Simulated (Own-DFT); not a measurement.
# One host, several defects: 4H SiC

No measurement is shown. These are fixed-geometry runs of a retired plane-wave code named Own-DFT, which no person has reviewed; spin and spin-orbit coupling are neglected.

Method: PBE; PseudoDojo norm-conserving scalar-relativistic files; cutoff 42 hartree; 4 x 4 x 3 k mesh centred on Gamma; Fermi-Dirac smearing of 0.1 eV.

Keep in mind (not all hold for every row): not probed for a lower state with spin; forces on such cells failed a check on a denser k mesh; forces on such cells passed a denser k mesh, each cell not checked; stress not checked against mesh or cutoff.

All runs share one cell, with vectors in Å (9.248, 0.000, 0.000); (-4.624, 8.009, 0.000); (0.000, 0.000, 10.068) and a volume of 745.7 Å³. Atoms were moved at random from their sites; u is the rms move along one axis. The defect's site can differ from row to row.

| cell | formula | u (Å) | P (GPa) |
|---|---|---|---|
| no defect | C36Si36 | 0.0283 | 3.55 |
| no defect | C36Si36 | 0.0290 | 3.89 |
| no defect | C36Si36 | 0.0593 | 6.31 |
| two Al on a Si site each | Al2C36Si34 | 0.0263 | 5.57 |
| two Al on a Si site each | Al2C36Si34 | 0.0302 | 5.76 |
| two Al on a Si site each | Al2C36Si34 | 0.0550 | 7.80 |
| one Al on a Si site and one N on a C site | AlC35NSi35 | 0.0479 | 5.53 |
| one Al on a Si site and one N on a C site | AlC35NSi35 | 0.0511 | 5.56 |
| one Al on a Si site and one N on a C site | AlC35NSi35 | 0.0539 | 5.90 |
| two N on a C site each | C34N2Si36 | 0.0301 | 2.52 |
| two N on a C site each | C34N2Si36 | 0.0301 | 2.73 |
| two N on a C site each | C34N2Si36 | 0.0493 | 3.68 |
| one C vacancy | C35Si36 | 0.0294 | 3.52 |
| one C vacancy | C35Si36 | 0.0302 | 3.47 |
| one C vacancy | C35Si36 | 0.0501 | ? |
| one C vacancy | C35Si36 | 0.0502 | 4.57 |

## Working it out

P = P0 + c u² + a shift for each defect gives P0 = 3.08 GPa, c = 873 ± 53 GPa/Å² and a scatter of 0.18 GPa. The shifts, and each times the cell's volume:

- two Al on a Si site each: 1.94 ± 0.15 GPa, 9.0 eV (4.5 eV for each of its 2 sites)
- one Al on a Si site and one N on a C site: 0.31 ± 0.16 GPa, 1.4 eV (not resolved)
- one C vacancy: -0.48 ± 0.15 GPa, -2.3 eV
- two N on a C site each: -1.34 ± 0.15 GPa, -6.2 eV (-3.1 eV for each of its 2 sites)

Against the defect-free cell, a freed cell would be larger where the shift is positive and smaller where it is negative (160.2 GPa Å³ is 1 eV). The atoms around the defects weren't relaxed, which would change these numbers.

## Test on the hidden row

Question: what pressure belongs in the blank (one C vacancy, u = 0.0501 Å)?

From the fit: 4.79 ± 0.22 GPa. Computed: 4.34 GPa.
